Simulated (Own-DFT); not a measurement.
# Point defects and the pressure they add: zincblende GaAs

The numbers are computed, not measured, by runs of the plane-wave DFT program Own-DFT (in-house, retired, unreviewed) at fixed positions, with no spin and no spin-orbit coupling.

Common settings: PBE; PseudoDojo norm-conserving scalar-relativistic files; cutoff 42 hartree; 3 x 3 x 3 k mesh centred on Gamma; Fermi-Dirac smearing of 0.1 eV.

Limits (not all hold for every row): not probed for a lower state with spin; forces on such cells failed a check on a denser k mesh; forces not confirmed at this smearing and k mesh; stress not checked against mesh or cutoff.

All runs share one cell, with vectors in Å (11.307, 0.000, 0.000); (0.000, 11.307, 0.000); (0.000, 0.000, 11.307) and a volume of 1445.4 Å³. The atoms are randomly displaced, by u rms on each axis. The defect's site can differ from row to row.

| cell | formula | u (Å) | P (GPa) |
|---|---|---|---|
| no defect | As32Ga32 | 0.0180 | 3.50 |
| no defect | As32Ga32 | 0.0482 | 3.84 |
| no defect | As32Ga32 | 0.0505 | 3.87 |
| two As on a Ga site each | As34Ga30 | 0.0287 | 4.80 |
| two As on a Ga site each | As34Ga30 | 0.0289 | 4.77 |
| two As on a Ga site each | As34Ga30 | 0.0299 | 4.81 |
| one P on an As site | As31Ga32P | 0.0285 | 3.34 |
| one P on an As site | As31Ga32P | 0.0285 | 3.32 |
| one P on an As site | As31Ga32P | 0.0303 | 3.29 |
| one P on an As site | As31Ga32P | 0.0321 | ? |
| two As vacancies | As30Ga32 | 0.0293 | 3.16 |
| two As vacancies | As30Ga32 | 0.0295 | 3.26 |
| two As vacancies | As30Ga32 | 0.0491 | 3.56 |
| one As on a Ga site and one Ga on an As site | As32Ga32 | 0.0311 | 3.93 |
| one As on a Ga site and one Ga on an As site | As32Ga32 | 0.0499 | 4.27 |
| one As on a Ga site and one Ga on an As site | As32Ga32 | 0.0528 | 4.17 |

## Working it out

P = P0 + c u² + a shift for each defect gives P0 = 3.43 GPa, c = 178 ± 20 GPa/Å² and a scatter of 0.05 GPa. The shifts, and each times the cell's volume:

- two As on a Ga site each: 1.22 ± 0.05 GPa, 11.0 eV (5.5 eV for each of its 2 sites)
- one As on a Ga site and one Ga on an As site: 0.33 ± 0.04 GPa, 3.0 eV
- one P on an As site: -0.26 ± 0.05 GPa, -2.3 eV
- two As vacancies: -0.35 ± 0.04 GPa, -3.1 eV (-1.6 eV for each of its 2 sites)

A positive shift means that the defect pushes the cell outwards. Shift times volume (160.2 GPa Å³ is 1 eV) depends little on the cell's size, so, taken for each site, it can be compared between cells at like pressure. The atoms around the defects weren't relaxed, which would change these numbers.

## The run left out

The question: what pressure belongs in the blank (one P on an As site, u = 0.0321 Å)?

The fitted form gives 3.35 ± 0.06 GPa. The run itself gave 3.39 GPa.
